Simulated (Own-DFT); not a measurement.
# A layer strained by its substrate: diamond-structure SiGeSn with randomly placed atoms, 64 atoms (Ge40Si16Sn8)

Source: density functional calculations with Own-DFT, an unreviewed in-house program that is no longer used. Nothing was measured or relaxed, and spin and spin-orbit coupling are left out.

Settings: PBEsol; PseudoDojo norm-conserving scalar-relativistic files, made for PBE; cutoff 49 hartree; 3 x 3 x 3 k mesh centred on Gamma; Fermi-Dirac smearing of 0.1 eV.

Caveats: forces on such cells moved up to 12 meV/angstrom on a denser k mesh; stress not checked against mesh or cutoff.

Unstrained cell vectors in Å: (11.410, 0.000, 0.000); (0.000, 11.410, 0.000); (0.000, 0.000, 11.410). The unstrained cell has measured lattice constants (interpolated for alloys), not those of this functional. That, the random moves and any unrelaxed bonds set the pressure at no strain. Each run strains x and y alike by e, as a substrate would, and holds the height along z. Random moves of width 0.05 Å per axis were added to every atom. The random placing of the alloy's atoms differs from row to row. Stress is positive in tension.

| e (%) | u (Å) | (s_xx + s_yy)/2 (GPa) | s_zz (GPa) |
|---|---|---|---|
| -3.00 | 0.048 | -8.16 | -6.11 |
| -2.75 | 0.048 | ? | ? |
| -1.50 | 0.050 | -4.88 | -3.79 |
| -1.25 | 0.047 | -4.41 | -3.68 |
| -1.00 | 0.050 | -3.74 | -3.03 |
| -0.50 | 0.050 | -3.09 | -2.73 |
| 0.25 | 0.049 | -1.54 | -1.64 |
| 1.00 | 0.051 | -0.70 | -1.37 |
| 2.00 | 0.050 | 0.85 | -0.37 |
| 2.25 | 0.052 | 1.41 | 0.03 |

## Working it out

With e as a fraction, the in-plane stress is -2.1 + 171 e - 979 e² GPa (errors 3 and 188, scatter 0.15), and s_zz is -2.1 + 107 e - 884 e² GPa (slope ± 4, scatter 0.18). At e = 0 the first slope is C11 + C12 and the second 2 C12, both with the ions held to the strained lattice and at the cell's own pressure. The term in e² is negative: the layer stiffens under compression and softens under tension. A free layer would change its height as e changes, and the in-plane slope would drop by 2 C12²/C11 to the biaxial modulus. At fixed height, a misfit of 1 % moves the in-plane stress by about 1.7 GPa and s_zz by 1.1 GPa.

## Withheld run

Question: what are the two stresses at e = -2.75 %?

The fit gives -7.5 and -5.7 GPa. The hidden result is -7.44 and -5.64 GPa.
